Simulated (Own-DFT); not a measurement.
# A layer strained by its substrate: wurtzite AlGaN with randomly placed atoms, 96 atoms (Al12Ga36N48)

Calculated, not measured: single-point runs of Own-DFT, a retired in-house plane-wave DFT program that no person has reviewed, on unrelaxed cells, without spin or spin-orbit coupling.

Common settings: PBE; PseudoDojo norm-conserving scalar-relativistic files (stringent for Ga); cutoff 96 hartree; 3 x 4 x 3 k mesh centred on Gamma; Gaussian smearing of 0.01 eV.

Known weak points: k mesh not checked against a denser one; stress not checked against mesh or cutoff.

Unstrained cell vectors in Å: (12.679, 0.000, 0.000); (-4.755, 8.235, 0.000); (0.000, 0.000, 10.268). The unstrained cell has measured lattice constants (interpolated for alloys), not those of this functional. That, the random moves and any unrelaxed bonds set the pressure at no strain. Each run strains x and y alike by e, as a substrate would, and holds the height along z. All atoms carry random offsets, Gaussian with a width of 0.05 Å per axis. The random placing of the alloy's atoms differs from row to row. Stress is positive in tension.

| e (%) | u (Å) | (s_xx + s_yy)/2 (GPa) | s_zz (GPa) |
|---|---|---|---|
| -3.00 | 0.051 | -26.24 | -12.82 |
| -2.50 | 0.051 | -23.65 | -10.98 |
| -2.00 | 0.051 | -18.89 | -11.34 |
| -1.75 | 0.049 | -18.04 | -8.51 |
| -1.50 | 0.050 | -15.07 | -11.05 |
| -1.00 | 0.047 | -12.18 | -8.07 |
| -0.50 | 0.052 | -9.77 | -7.42 |
| 0.25 | 0.050 | ? | ? |
| 1.75 | 0.052 | 1.71 | -5.86 |
| 2.00 | 0.048 | 3.27 | -4.97 |

## Analysis

With e as a fraction, the in-plane stress is -6.6 + 556 e - 3786 e² GPa (errors 13 and 870, scatter 0.59), and s_zz is -7.7 + 141 e GPa (slope ± 22, scatter 1.08). At e = 0 the first slope is C11 + C12 and the second 2 C13, both with the ions held to the strained lattice and at the cell's own pressure. The term in e² is negative: the layer stiffens under compression and softens under tension. A free layer would change its height as e changes, and the in-plane slope would drop by 2 C13²/C33 to the biaxial modulus. At fixed height, a misfit of 1 % moves the in-plane stress by about 5.6 GPa and s_zz by 1.4 GPa.

## Test on the hidden row

Asked: what are the two stresses at e = 0.25 %?

The fitted form gives -5.2 and -7.3 GPa. DFT gave -5.62 and -7.78 GPa.
